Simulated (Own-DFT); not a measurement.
# Same atoms, different arrangement: Ga48P48, 96 atoms

These are calculations, not measurements. They come from Own-DFT, an in-house plane-wave density functional program, since retired, whose code no person has reviewed. Each row is one single-point run on a periodic cell that was not relaxed, without spin or spin-orbit coupling.

Settings of every run: PBE; PseudoDojo norm-conserving scalar-relativistic files; cutoff 42 hartree; 2 x 3 x 3 k mesh centred on Gamma; Fermi-Dirac smearing of 0.1 eV.

Known limits, some of them of some rows only: not probed for a lower state with spin; forces on such cells failed a check on a denser k mesh; forces on such cells passed a denser k mesh, each cell not checked; stress not checked against mesh or cutoff.

All cells hold the same atoms in the same cell, with vectors in Å (16.352, 0.000, 0.000); (0.000, 10.901, 0.000); (0.000, 0.000, 10.901). Every atom was moved at random from its ideal site; u is the rms move along one axis. The defect's site can differ from row to row. E is the free energy of the cell above the lowest run. The arrangements:

- A: zincblende GaP
- B: zincblende GaP, with one Ga on a P site and one P on a Ga site, 2.4 Å apart

| arrangement | u (Å) | E (eV) | P (GPa) |
|---|---|---|---|
| A | 0.0196 | 0.000 | 2.70 |
| A | 0.0198 | 0.098 | 2.72 |
| A | 0.0199 | 0.051 | 2.71 |
| A | 0.0484 | 3.330 | 3.20 |
| A | 0.0488 | 3.213 | 3.19 |
| A | 0.0505 | 3.633 | 3.26 |
| B | 0.0299 | 3.942 | 2.94 |
| B | 0.0312 | 4.148 | 3.00 |
| B | 0.0315 | 4.145 | 2.97 |
| B | 0.0478 | 6.562 | 3.30 |
| B | 0.0486 | 6.769 | 3.37 |
| B | 0.0514 | 6.754 | 3.41 |

Question: once the cost of the random moves is taken out, how do the arrangements rank?

## Worked answer

Fit E = a + b u², with one b for all and one a for each arrangement, and with residuals divided by u², since the noise grows with the moves. Then b = 1689 eV/Å², the scatter at u = 0.04 Å is 0.14 eV, and against A:

- B: 3.10 ± 0.06 eV (higher)

These are energies of unrelaxed cells. Relaxing the atoms lowers the strained arrangements most, so the gaps would shrink and small ones could change sign.
